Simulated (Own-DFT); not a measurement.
## Calculated data, SiGe (layered order of Si and Ge on the diamond lattice, atoms displaced), Si3Ge (diamond-structure random alloy, atoms displaced)

All values are calculated (Own-DFT development build). A calculation, not a measurement: plane-wave PBEsol density functional theory by an unreviewed code, no spin, of a simulated periodic cell, stress positive in tension, free energy of the whole cell less one offset for each atom, forces on such cells passed a denser k mesh, this cell's mesh not checked; offsets are fitted by least squares, one for each functional and potential file, so energies compare only between cells with the same atoms and settings and are not formation energies; the far tail of each file's local potential was reset to the Coulomb form; each entry is a single point on an unrelaxed cell, so the pressure reflects the starting lattice, mostly measured values, from which strain is counted, and rises with the displacements; printed positions are rounded, which can move forces by about a meV/angstrom; the program is a retired in-house code; no spin-orbit coupling.

Settings shared by all entries: functional PBEsol; potential files PseudoDojo norm-conserving, scalar-relativistic, made for PBE, standard set; wave cutoff 42 hartree; occupations Fermi-Dirac; smearing width 0.1 eV; hardware one NVIDIA H100; k mesh 3 x 3 x 3 centred on Gamma.

(1) SiGe (layered order of Si and Ge on the diamond lattice, atoms displaced)

```
SiGe
1.0
     11.0890     0.0000     0.0000
      0.0000    11.0890     0.0000
      0.0000     0.0000    11.0890
Ge Si Ge Si Ge Si Ge Si
8 8 8 8 8 8 8 8
Direct
  0.00004 0.99479 0.00023
  0.99922 0.24869 0.25126
  0.25444 0.00409 0.24887
  0.24963 0.25184 0.00225
  0.12192 0.12344 0.12335
  0.12778 0.37901 0.37640
  0.37687 0.12540 0.37056
  0.37388 0.37637 0.12328
  0.00104 0.99712 0.49648
  0.99949 0.25395 0.74840
  0.25686 0.00285 0.74946
  0.25352 0.24917 0.49938
  0.12541 0.12568 0.62521
  0.12918 0.37655 0.87875
  0.37722 0.12769 0.87374
  0.37213 0.36960 0.62718
  0.99821 0.49111 0.99980
  0.99880 0.74906 0.24718
  0.24854 0.49835 0.25200
  0.25262 0.74744 0.00106
  0.12490 0.62530 0.12289
  0.12524 0.87165 0.37234
  0.37315 0.62555 0.37347
  0.37837 0.87259 0.12715
  0.99688 0.50343 0.50130
  0.99894 0.74961 0.74771
  0.25161 0.50375 0.75321
  0.24824 0.75117 0.49878
  0.12731 0.62477 0.62309
  0.12351 0.88089 0.87680
  0.37726 0.62441 0.87924
  0.37465 0.87493 0.62424
  0.49482 0.99724 0.00049
  0.49992 0.25354 0.24655
  0.75191 0.00229 0.25389
  0.74959 0.24745 0.00222
  0.62830 0.12479 0.12312
  0.62459 0.37108 0.37512
  0.87764 0.12223 0.38086
  0.87873 0.37939 0.12387
  0.49716 0.99911 0.49444
  0.50186 0.25173 0.74798
  0.74810 0.00225 0.75130
  0.75021 0.24947 0.49662
  0.62849 0.12225 0.62489
  0.62172 0.37607 0.87442
  0.87696 0.12301 0.87489
  0.87776 0.37474 0.62453
  0.49876 0.50160 0.99971
  0.49981 0.74762 0.24988
  0.75608 0.49946 0.25519
  0.74941 0.74956 0.99673
  0.62722 0.62195 0.12754
  0.62307 0.87443 0.36762
  0.87456 0.62058 0.37255
  0.87845 0.87414 0.12236
  0.50291 0.50044 0.49527
  0.50251 0.75053 0.75123
  0.74782 0.49917 0.74350
  0.75000 0.75184 0.49907
  0.62878 0.62547 0.62572
  0.62551 0.87516 0.87359
  0.87130 0.62240 0.87806
  0.87605 0.88093 0.62270
```

- free energy of cell above offsets: -2.489 eV
- pressure: 0.66 GPa
- stress xx: -0.67 GPa
- stress yy: -0.66 GPa
- stress zz: -0.66 GPa
- stress yz: 0.27 GPa
- stress xz: -0.05 GPa
- stress xy: -0.12 GPa
- wall time: 485.2 s

Force:
```tsv
element	x (eV/Å)	y (eV/Å)	z (eV/Å)
Ge	-0.04	0.868	-0.549
Ge	0.166	0.261	0.138
Ge	-0.699	-0.699	-0.235
Ge	0.046	-0.577	-0.658
Ge	0.24	0.112	0.157
Ge	-0.622	-0.692	0.816
Ge	0.14	0.521	0.835
Ge	0.01	0.214	0.255
Si	0.575	0.144	0.932
Si	0.48	-0.43	0.472
Si	-0.772	-0.073	0.121
Si	-0.498	-0.114	0.261
Si	0.072	-0.107	-0.213
Si	-0.287	-0.159	-1.1
Si	-0.009	0.142	-0.178
Si	0.442	0.918	-0.252
Ge	0.675	1.511	-0.888
Ge	0.119	-0.283	0.159
Ge	0.167	0.487	-0.626
Ge	-0.382	0.664	-0.622
Ge	-0.173	-0.552	0.039
Ge	0.162	0.481	0.16
Ge	0.117	-0.077	0.69
Ge	-0.571	-0.025	-0.026
Si	0.618	-0.381	0.33
Si	0.044	0.159	0.356
Si	0.008	-0.373	-0.245
Si	0.273	-0.159	0.556
Si	-0.264	0.15	0.282
Si	0.833	-0.992	-1.087
Si	-0.011	0.433	-1.022
Si	0.197	-0.118	-0.095
Ge	0.784	0.399	-0.643
Ge	0.197	-0.469	-0.2
Ge	0.221	-0.224	-0.687
Ge	0.433	0.72	-1.001
Ge	-0.699	-0.413	0.377
Ge	0.217	0.426	0.169
Ge	-0.123	0.427	-0.107
Ge	-0.891	-1.237	0.73
Si	0.494	-0.06	0.813
Si	0.091	-0.392	0.091
Si	0.445	-0.283	-0.061
Si	0.207	-0.136	1.087
Si	-0.593	0.338	-0.418
Si	0.502	-0.123	-0.42
Si	-0.086	0.347	-0.356
Si	-0.558	0.072	-0.316
Ge	0.402	-0.266	-0.159
Ge	0.104	-0.263	-0.185
Ge	-1.006	-0.709	-0.792
Ge	-0.128	0.054	0.121
Ge	0.125	0.126	-0.105
Ge	0.208	-0.037	1.225
Ge	0.38	1.298	1.176
Ge	-0.993	-0.042	0.459
Si	-0.412	-0.055	1.17
Si	-0.229	-0.209	-0.203
Si	0.343	-0.193	0.881
Si	0.098	0.077	0.193
Si	-0.564	0.192	-0.532
Si	-0.199	0.195	-0.197
Si	0.456	-0.238	-1.125
Si	-0.28	-0.579	0.253
```

(2) Si3Ge (diamond-structure random alloy, atoms displaced)

```
Si3Ge
1.0
     10.9755     0.0000     0.0000
      0.0000    10.9755     0.0000
      0.0000     0.0000    10.9755
Si Ge Si Ge Si Ge Si Ge Si Ge Si Ge Si Ge Si Ge Si Ge Si Ge Si Ge Si Ge Si
1 1 3 1 7 1 6 2 2 1 3 1 3 1 1 1 2 3 9 2 5 1 3 1 3
Direct
  0.99791 0.99863 0.99653
  0.00447 0.24771 0.25789
  0.25523 0.00289 0.25525
  0.24485 0.25472 0.00009
  0.12606 0.12216 0.12258
  0.12960 0.38416 0.36399
  0.37459 0.12957 0.36528
  0.37519 0.37397 0.12304
  0.99715 0.01632 0.49420
  0.99487 0.25026 0.75516
  0.25621 0.99726 0.75262
  0.24967 0.25294 0.50706
  0.11907 0.11927 0.62583
  0.12791 0.37832 0.87742
  0.36739 0.13537 0.86972
  0.36731 0.37538 0.62920
  0.00475 0.49268 0.98834
  0.00366 0.74846 0.24425
  0.24890 0.49283 0.25529
  0.25898 0.74795 0.99257
  0.12382 0.62701 0.12529
  0.12410 0.86567 0.37945
  0.37635 0.62549 0.37081
  0.37668 0.87756 0.12556
  0.00068 0.49592 0.50319
  0.99088 0.74811 0.74550
  0.24522 0.50110 0.74488
  0.25843 0.75488 0.50048
  0.13270 0.62334 0.62603
  0.13064 0.87919 0.87509
  0.37729 0.63132 0.86142
  0.36779 0.87226 0.62067
  0.48938 0.99503 0.99523
  0.50167 0.24524 0.24955
  0.75794 0.99787 0.24821
  0.76286 0.24625 0.00357
  0.63262 0.14196 0.13148
  0.62295 0.37427 0.37855
  0.86571 0.11948 0.37654
  0.88087 0.37450 0.12295
  0.49631 0.00456 0.50321
  0.48930 0.25709 0.74408
  0.75717 0.00662 0.75202
  0.75293 0.24357 0.50640
  0.62147 0.12384 0.62189
  0.61788 0.37218 0.86794
  0.87422 0.12454 0.87633
  0.86907 0.37337 0.63088
  0.50230 0.49933 0.00053
  0.50521 0.74702 0.23664
  0.74764 0.50602 0.24844
  0.74990 0.75542 0.00876
  0.62629 0.62231 0.13144
  0.62877 0.86853 0.37011
  0.88122 0.62718 0.37424
  0.87053 0.87197 0.13539
  0.49241 0.49437 0.49314
  0.49691 0.75146 0.75136
  0.76068 0.50105 0.75208
  0.75031 0.74603 0.50174
  0.63105 0.63264 0.63476
  0.62617 0.87639 0.87844
  0.88862 0.62698 0.87643
  0.87892 0.87946 0.62862
```

- free energy of cell above offsets: -0.924 eV
- pressure: 1.3 GPa
- stress xx: -1.34 GPa
- stress yy: -1.29 GPa
- stress zz: -1.28 GPa
- stress yz: -0.3 GPa
- stress xz: 0.36 GPa
- stress xy: 0.17 GPa
- wall time: 387.7 s

Force:
```tsv
element	x (eV/Å)	y (eV/Å)	z (eV/Å)
Si	0.13	-0.425	0.697
Ge	-0.323	-0.501	-0.9
Si	-0.946	-0.927	-0.867
Si	0.594	-0.715	0.522
Si	-0.052	-0.168	0.196
Ge	-1.1	-2.063	2.996
Si	0.085	0.034	2.061
Si	0.166	-0.013	0.261
Si	0.62	-2.574	0.975
Si	0.578	-0.119	-0.504
Si	-0.903	0.487	-0.657
Si	-0.522	-0.629	-1.059
Si	0.857	0.907	0.611
Ge	0.302	-0.869	-1.482
Si	0.365	-0.451	0.41
Si	0.067	0.597	-0.831
Si	-0.676	1.596	1.921
Si	-0.728	0.212	0.874
Si	1.965	2.363	-2.213
Si	-0.651	0.584	0.681
Ge	0.97	-1.099	-1.138
Ge	-0.154	1.594	-0.309
Si	-0.347	0.287	-0.214
Si	-1.004	-0.469	0.04
Ge	-0.282	0.154	-0.292
Si	2.053	0.74	0.292
Si	1.18	-0.248	1.204
Si	-0.74	-1.715	-0.73
Ge	-1.137	1.259	-0.708
Si	-0.749	-0.937	-0.116
Si	-0.395	-1.759	1.395
Si	1.72	1.164	1.106
Ge	1.187	1.884	0.118
Si	-0.291	1.353	-0.091
Ge	-2.37	0.281	-0.026
Si	-1.659	0.761	-0.845
Si	-0.127	-2.15	-1.13
Ge	0.804	-0.913	-0.414
Ge	0.662	1.522	0.05
Ge	0.094	0.459	0.191
Si	-0.028	-0.942	-1.323
Si	1.129	-1.02	0.242
Si	-1.347	-0.803	-0.295
Si	-0.835	0.823	-0.129
Si	0.081	0.296	1.053
Si	1.376	0.167	0.798
Si	0.574	0.001	0.254
Si	0.825	-0.485	-0.506
Si	-0.266	0.408	-0.541
Ge	-0.957	0.735	1.506
Ge	1.089	-0.897	0.873
Si	-0.014	-1.105	-0.722
Si	0.157	-0.095	-2.429
Si	-0.451	0.588	0.955
Si	-0.347	0.036	0.28
Si	1.698	-0.045	-1.698
Ge	0.171	1.037	1.658
Si	0.867	1.363	-0.637
Si	-1.176	0.314	0.912
Si	0.753	1.025	-0.424
Ge	-0.594	-1.258	-0.647
Si	0.227	0.053	-0.604
Si	-1.636	-0.082	0.602
Si	-0.534	0.392	-1.251
```
